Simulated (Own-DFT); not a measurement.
# Computed records: AlGa3N4 (wurtzite random alloy, strained, atoms displaced)

All values are calculated (Own-DFT development build). A calculation, not a measurement: plane-wave PBE density functional theory by an unreviewed code, no spin, of a simulated periodic cell, stress positive in tension, free energy of the whole cell less one offset for each atom, forces on such cells passed a denser k mesh, this cell's mesh not checked; offsets are fitted by least squares, one for each functional and potential file, so energies compare only between cells with the same atoms and settings and are not formation energies; the far tail of each file's local potential was reset to the Coulomb form; each entry is a single point on an unrelaxed cell, so the pressure reflects the starting lattice, mostly measured values, from which strain is counted, and rises with the displacements; printed positions are rounded, which can move forces by about a meV/angstrom; the program is a retired in-house code; no spin-orbit coupling.

Common to all runs: functional PBE; potential files PseudoDojo norm-conserving, scalar-relativistic, standard set with the stringent files for Ga; wave cutoff 96 hartree; occupations Gaussian; smearing width 0.01 eV; k mesh 4 x 4 x 3 centred on Gamma.

```json
{"entry": 1, "formula": "AlGa3N4", "kind": "wurtzite random alloy, strained, atoms displaced", "structure": {"cell_angstrom": [[9.7708, 0.0, 0.0], [-4.8854, 8.4617, 0.0], [0.0, 0.0, 10.2685]], "atoms_fractional": [["Ga", 0.10964, 0.21867, 0.00758], ["Al", 0.22953, 0.10776, 0.258], ["N", 0.11525, 0.21662, 0.19145], ["N", 0.22853, 0.10421, 0.43191], ["Ga", 0.11252, 0.22252, 0.50395], ["Ga", 0.21439, 0.1037, 0.74998], ["N", 0.10886, 0.22042, 0.69078], ["N", 0.22091, 0.10907, 0.94586], ["Ga", 0.11711, 0.56885, 0.99648], ["Ga", 0.21579, 0.44525, 0.25701], ["N", 0.10485, 0.55256, 0.19793], ["N", 0.23021, 0.45555, 0.43549], ["Al", 0.10948, 0.54943, 0.50068], ["Ga", 0.22767, 0.44557, 0.74698], ["N", 0.10562, 0.55444, 0.68759], ["N", 0.22159, 0.45051, 0.9327], ["Ga", 0.10794, 0.88227, 0.99645], ["Al", 0.21929, 0.77431, 0.25733], ["N", 0.10708, 0.8912, 0.18566], ["N", 0.21715, 0.77548, 0.4426], ["Ga", 0.10968, 0.88436, 0.49315], ["Ga", 0.21962, 0.78079, 0.74782], ["N", 0.12045, 0.89237, 0.68406], ["N", 0.22939, 0.78322, 0.9359], ["Ga", 0.44234, 0.22565, 0.99674], ["Al", 0.56059, 0.12053, 0.25291], ["N", 0.44507, 0.22857, 0.18638], ["N", 0.55084, 0.10626, 0.43892], ["Ga", 0.43977, 0.21814, 0.4955], ["Ga", 0.57262, 0.12442, 0.75808], ["N", 0.43857, 0.22154, 0.68488], ["N", 0.54847, 0.11095, 0.94484], ["Ga", 0.44862, 0.55595, 0.00312], ["Ga", 0.5375, 0.43114, 0.2472], ["N", 0.43816, 0.5579, 0.18898], ["N", 0.56568, 0.4524, 0.43886], ["Ga", 0.44407, 0.55515, 0.4963], ["Ga", 0.56183, 0.44086, 0.75616], ["N", 0.44573, 0.54463, 0.70041], ["N", 0.55403, 0.44375, 0.93996], ["Ga", 0.44749, 0.89373, 0.99753], ["Ga", 0.56586, 0.78054, 0.25648], ["N", 0.43536, 0.88545, 0.19042], ["N", 0.55651, 0.78182, 0.44347], ["Ga", 0.44454, 0.88688, 0.49777], ["Ga", 0.55817, 0.76474, 0.74538], ["N", 0.44353, 0.88957, 0.67997], ["N", 0.56214, 0.78725, 0.93743], ["Ga", 0.77688, 0.2239, 0.00105], ["Ga", 0.88247, 0.1059, 0.2421], ["N", 0.77397, 0.21209, 0.18538], ["N", 0.88367, 0.10163, 0.42977], ["Ga", 0.77638, 0.22162, 0.50355], ["Al", 0.89175, 0.11043, 0.74786], ["N", 0.77862, 0.22735, 0.6954], ["N", 0.89057, 0.11281, 0.93949], ["Al", 0.79141, 0.56671, 0.00033], ["Ga", 0.89486, 0.44714, 0.25405], ["N", 0.78119, 0.56096, 0.18812], ["N", 0.89195, 0.44857, 0.43951], ["Al", 0.78298, 0.56578, 0.48861], ["Ga", 0.88325, 0.44566, 0.75049], ["N", 0.78441, 0.56297, 0.6943], ["N", 0.88984, 0.44549, 0.93686], ["Al", 0.78124, 0.89842, 9e-05], ["Ga", 0.8842, 0.77853, 0.24637], ["N", 0.78871, 0.89753, 0.19373], ["N", 0.89321, 0.78413, 0.43842], ["Ga", 0.77752, 0.8911, 0.5077], ["Al", 0.88225, 0.78632, 0.74533], ["N", 0.764, 0.88444, 0.68077], ["N", 0.89377, 0.78121, 0.94457]]}, "results": {"free_energy_of_cell_above_offsets [eV]": "-9.208", "pressure [GPa]": -2.82, "stress_xx [GPa]": 6.38, "stress_yy [GPa]": 6.16, "stress_zz [GPa]": -4.09, "stress_yz [GPa]": -0.03, "stress_xz [GPa]": 0.3, "stress_xy [GPa]": -0.39, "force_element": ["Ga", "Al", "N", "N", "Ga", "Ga", "N", "N", "Ga", "Ga", "N", "N", "Al", "Ga", "N", "N", "Ga", "Al", "N", "N", "Ga", "Ga", "N", "N", "Ga", "Al", "N", "N", "Ga", "Ga", "N", "N", "Ga", "Ga", "N", "N", "Ga", "Ga", "N", "N", "Ga", "Ga", "N", "N", "Ga", "Ga", "N", "N", "Ga", "Ga", "N", "N", "Ga", "Al", "N", "N", "Al", "Ga", "N", "N", "Al", "Ga", "N", "N", "Al", "Ga", "N", "N", "Ga", "Al", "N", "N"], "force_x [eV/angstrom]": [0.227, -1.122, -0.119, -1.35, -0.041, 1.063, -0.646, -0.264, 0.448, 0.598, 0.814, -0.88, -0.469, -1.114, 0.686, 0.417, 0.687, -0.264, 1.469, 0.799, 0.194, 1.384, -2.68, -0.617, -0.16, -0.22, 0.533, 0.53, 0.961, -2.422, 0.782, 0.884, -1.03, 0.818, 0.59, -0.403, 0.976, -0.319, -0.12, 1.316, 0.115, -1.253, 0.363, 0.676, -0.813, -2.659, 0.633, 1.015, 0.047, 1.165, -1.113, 0.059, -0.106, -0.874, 1.914, -0.149, -0.756, -1.425, -0.239, -0.126, 0.297, 1.064, -0.887, -0.685, 0.169, 1.164, -1.293, -0.672, 0.191, 1.712, 2.446, -1.918], "force_y [eV/angstrom]": [0.984, -0.217, 0.412, 0.698, -0.425, 0.891, -0.578, -0.069, -1.513, -0.591, 1.414, -1.134, 1.125, 0.139, -0.186, -0.432, 1.229, 0.472, -0.137, -1.253, 0.405, -0.357, -0.527, -0.006, -0.265, -1.307, -2.442, 1.038, 0.726, -2.083, 0.093, 0.808, 0.412, 2.784, -0.044, -0.503, 0.342, -0.286, 0.58, 0.841, -0.667, 0.047, 0.784, -0.738, 0.176, 0.636, -0.044, -0.245, 0.25, 1.526, 1.034, 1.456, -0.134, 0.4, -0.591, -0.715, -1.232, -0.69, -0.921, -0.059, -0.615, 0.812, 0.839, 0.628, -0.815, 0.202, -1.821, -0.951, -0.125, -0.951, 1.571, -0.083], "force_z [eV/angstrom]": [-1.056, -3.09, 1.303, 1.422, -1.549, 0.47, -0.047, -1.097, 0.373, -2.457, -1.048, 2.378, 0.232, 0.411, -0.594, 1.565, 0.738, -1.029, 1.444, -0.77, 0.602, -0.724, 0.461, 0.187, 0.205, -0.797, 0.882, -0.791, 0.858, -1.147, 0.934, -0.364, -0.964, 0.335, 0.813, -0.076, 0.945, -1.295, -1.937, 1.083, 0.712, -1.124, 0.793, -0.1, -0.173, 0.766, 2.203, 0.443, -0.605, 0.758, 1.138, 1.958, -0.765, 0.586, -0.595, -0.824, 0.066, -0.924, -0.363, 1.127, 1.198, -0.281, -1.385, 1.214, 0.23, 0.134, -2.047, 0.405, -3.618, 0.478, 3.455, -1.666]}}
{"entry": 2, "formula": "AlGa3N4", "kind": "wurtzite random alloy, strained, atoms displaced", "structure": {"cell_angstrom": [[9.7708, 0.0, 0.0], [-4.8854, 8.4617, 0.0], [0.0, 0.0, 10.2685]], "atoms_fractional": [["Ga", 0.11934, 0.22765, 0.99906], ["Ga", 0.23532, 0.12447, 0.247], ["N", 0.11202, 0.21689, 0.19211], ["N", 0.21409, 0.10665, 0.44227], ["Ga", 0.1125, 0.22503, 0.50112], ["Al", 0.22169, 0.10181, 0.74515], ["N", 0.10882, 0.21936, 0.69456], ["N", 0.22372, 0.10804, 0.94265], ["Ga", 0.11549, 0.5523, 0.9952], ["Ga", 0.23175, 0.44224, 0.2592], ["N", 0.09853, 0.54383, 0.19126], ["N", 0.21582, 0.44203, 0.43256], ["Ga", 0.10942, 0.55306, 0.49449], ["Ga", 0.21486, 0.43976, 0.74901], ["N", 0.11721, 0.56562, 0.68952], ["N", 0.22594, 0.45142, 0.94444], ["Al", 0.1084, 0.88059, 0.00118], ["Ga", 0.21517, 0.77481, 0.25059], ["N", 0.11281, 0.88891, 0.18491], ["N", 0.22983, 0.78029, 0.44196], ["Al", 0.11242, 0.88802, 0.49597], ["Ga", 0.21047, 0.77013, 0.75162], ["N", 0.10645, 0.88854, 0.68732], ["N", 0.21979, 0.78051, 0.93468], ["Ga", 0.4317, 0.21356, 0.99705], ["Ga", 0.55126, 0.10402, 0.25458], ["N", 0.43963, 0.21531, 0.19874], ["N", 0.55194, 0.10477, 0.43867], ["Al", 0.44101, 0.216, 0.50222], ["Al", 0.55512, 0.10897, 0.75349], ["N", 0.43545, 0.22057, 0.69441], ["N", 0.56664, 0.11556, 0.95164], ["Ga", 0.45132, 0.5582, 0.99714], ["Ga", 0.5627, 0.44245, 0.24456], ["N", 0.43892, 0.54481, 0.18864], ["N", 0.56172, 0.44907, 0.43867], ["Ga", 0.446, 0.56407, 0.50684], ["Ga", 0.56288, 0.4442, 0.75727], ["N", 0.43349, 0.54646, 0.68669], ["N", 0.56378, 0.44376, 0.9332], ["Ga", 0.449, 0.88665, 0.00256], ["Ga", 0.57141, 0.78997, 0.2491], ["N", 0.45207, 0.8921, 0.19771], ["N", 0.55636, 0.78209, 0.43404], ["Al", 0.44326, 0.88372, 0.50054], ["Ga", 0.53843, 0.76877, 0.75693], ["N", 0.44206, 0.88901, 0.69066], ["N", 0.54883, 0.77566, 0.94529], ["Al", 0.77156, 0.2231, 0.00447], ["Ga", 0.89355, 0.11349, 0.248], ["N", 0.78063, 0.21387, 0.18511], ["N", 0.89283, 0.11225, 0.43492], ["Ga", 0.77738, 0.22615, 0.49331], ["Ga", 0.89268, 0.12492, 0.7462], ["N", 0.77895, 0.22752, 0.69169], ["N", 0.89397, 0.11195, 0.94558], ["Ga", 0.78254, 0.5484, 0.00246], ["Ga", 0.88185, 0.45422, 0.2519], ["N", 0.77695, 0.55594, 0.20123], ["N", 0.89405, 0.44733, 0.43961], ["Al", 0.77598, 0.55429, 0.50408], ["Ga", 0.89241, 0.43836, 0.74426], ["N", 0.78149, 0.56101, 0.68567], ["N", 0.88397, 0.43751, 0.93881], ["Ga", 0.77569, 0.88683, 0.00285], ["Al", 0.88692, 0.76795, 0.24944], ["N", 0.78533, 0.89235, 0.19004], ["N", 0.89614, 0.77731, 0.43639], ["Ga", 0.78075, 0.89145, 0.4999], ["Ga", 0.89452, 0.77339, 0.74948], ["N", 0.76977, 0.88234, 0.68626], ["N", 0.89902, 0.78848, 0.93896]]}, "results": {"free_energy_of_cell_above_offsets [eV]": "-9.638", "pressure [GPa]": -2.87, "stress_xx [GPa]": 5.14, "stress_yy [GPa]": 6.4, "stress_zz [GPa]": -2.93, "stress_yz [GPa]": -0.19, "stress_xz [GPa]": 0.1, "stress_xy [GPa]": -0.65, "force_element": ["Ga", "Ga", "N", "N", "Ga", "Al", "N", "N", "Ga", "Ga", "N", "N", "Ga", "Ga", "N", "N", "Al", "Ga", "N", "N", "Al", "Ga", "N", "N", "Ga", "Ga", "N", "N", "Al", "Al", "N", "N", "Ga", "Ga", "N", "N", "Ga", "Ga", "N", "N", "Ga", "Ga", "N", "N", "Al", "Ga", "N", "N", "Al", "Ga", "N", "N", "Ga", "Ga", "N", "N", "Ga", "Ga", "N", "N", "Al", "Ga", "N", "N", "Ga", "Al", "N", "N", "Ga", "Ga", "N", "N"], "force_x [eV/angstrom]": [-0.648, -2.173, 0.248, 1.609, -0.108, -1.013, 0.89, -0.808, -1.497, -1.389, 0.851, 0.719, 0.36, 0.48, -0.127, 1.061, 0.043, 0.898, -0.67, -0.863, -0.182, 0.559, 0.954, 0.276, 1.895, 0.736, 2.035, -0.614, -0.31, -0.191, 1.565, -1.518, -0.293, -2.007, 1.288, 0.028, 0.592, -0.65, 0.518, -0.624, -1.479, -0.824, -0.826, -0.203, 0.226, 1.285, -0.254, 1.236, 2.224, 0.257, -1.635, -0.6, 0.447, 0.269, -1.111, -1.229, -0.444, 2.849, -0.532, -1.673, 0.078, -0.869, 0.313, 0.726, 0.628, 0.045, 0.905, -0.028, 0.147, -1.771, 0.045, -0.12], "force_y [eV/angstrom]": [-0.726, -2.308, 0.976, 0.23, -0.48, 0.609, 0.012, -1.097, 0.541, -0.352, 1.167, 0.392, 0.797, 0.324, -2.349, -0.838, 1.112, -0.258, -0.525, 0.214, -0.12, 2.001, 0.543, -0.166, 0.677, 0.89, 1.448, 0.266, 0.727, 0.067, -0.667, -0.78, -0.851, -0.458, 1.284, -1.018, -0.581, 0.028, 0.461, 0.01, 0.761, -1.411, -1.316, -0.036, 0.488, 0.64, 0.636, -0.075, -0.023, 0.098, 1.143, 0.199, -0.728, -2.436, -1.22, 0.587, 1.181, -2.294, 0.946, 0.049, 0.572, 1.613, -1.24, -0.113, 0.853, 2.308, -1.182, -0.682, -0.306, 0.887, 0.389, -1.487], "force_z [eV/angstrom]": [0.431, 1.043, -0.392, 0.417, -0.198, 0.916, -0.414, -1.41, 1.354, -3.123, -0.26, 3.333, 0.24, 0.345, -0.62, -1.224, -0.053, -0.351, 0.452, 0.345, 0.066, -0.676, -0.715, 1.537, 0.76, -1.016, -1.683, 1.831, -0.315, 0.156, -0.614, -2.132, 0.784, 1.311, -0.309, 0.929, -2.085, -2.893, 1.817, 2.898, 0.707, -0.155, -1.189, 1.402, -0.057, -1.27, -0.204, -0.412, -0.121, -0.287, 0.84, 1.084, 0.156, 1.222, -0.793, -0.663, -0.419, -0.032, -2.233, 0.675, -1.102, 0.68, 0.263, -0.014, -0.882, 0.328, 0.352, 0.104, -0.243, -0.031, 1.147, 0.666]}}
```
